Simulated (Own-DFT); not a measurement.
# Point defects and the pressure they add: C40 NbSi2

The numbers are computed, not measured, by runs of the plane-wave DFT program Own-DFT (in-house, retired, unreviewed) at fixed positions, with no spin and no spin-orbit coupling.

Common settings: PBEsol; PseudoDojo norm-conserving scalar-relativistic files, made for PBE; cutoff 42 hartree; 4 x 4 x 5 k mesh centred on Gamma; cold (Marzari-Vanderbilt) smearing of 0.2 eV.

Keep in mind: forces on such cells failed a check on a denser k mesh; stress not checked against mesh or cutoff.

All runs share one cell, with vectors in Å (0.000, 8.324, 0.000); (-9.613, 0.000, 0.000); (0.000, 0.000, 6.586) and a volume of 527.0 Å³. The atoms are randomly displaced, by u rms on each axis. The defect's site can differ from row to row.

```
                    cell   formula   u (Å)  P (GPa)
               no defect  Nb12Si24  0.0182    -2.19
               no defect  Nb12Si24  0.0195    -2.16
               no defect  Nb12Si24  0.0481    -1.09
two Nb on a Si site each  Nb14Si22  0.0305     3.49
two Nb on a Si site each  Nb14Si22  0.0316     3.51
two Nb on a Si site each  Nb14Si22  0.0452     4.00
two Si on a Nb site each  Nb10Si26  0.0267    -1.94
two Si on a Nb site each  Nb10Si26  0.0293    -1.67
two Si on a Nb site each  Nb10Si26  0.0493        ?
two Si on a Nb site each  Nb10Si26  0.0501    -0.91
          one Si vacancy  Nb12Si23  0.0288    -2.63
          one Si vacancy  Nb12Si23  0.0291    -2.41
          one Si vacancy  Nb12Si23  0.0491    -1.99
```

## What the rows give

P = P0 + c u² + a shift for each defect gives P0 = -2.30 GPa, c = 484 ± 43 GPa/Å² and a scatter of 0.11 GPa. The shifts, and each times the cell's volume:

- two Nb on a Si site each: 5.33 ± 0.09 GPa, 17.5 eV (8.8 eV for each of its 2 sites)
- two Si on a Nb site each: 0.14 ± 0.09 GPa, 0.5 eV (0.2 eV for each of its 2 sites) (not resolved)
- one Si vacancy: -0.70 ± 0.09 GPa, -2.3 eV

Positive is outwards. The product with the volume (160.2 GPa Å³ to the eV) is nearly free of the cell's size; divided by the bulk modulus at the cell's pressure it gives the volume that the defect adds. The atoms around the defects weren't relaxed, which would change these numbers.

## The run left out

Question: what pressure belongs in the blank (two Si on a Nb site each, u = 0.0493 Å)?

The fit gives -0.99 ± 0.14 GPa. The run itself gave -0.64 GPa.
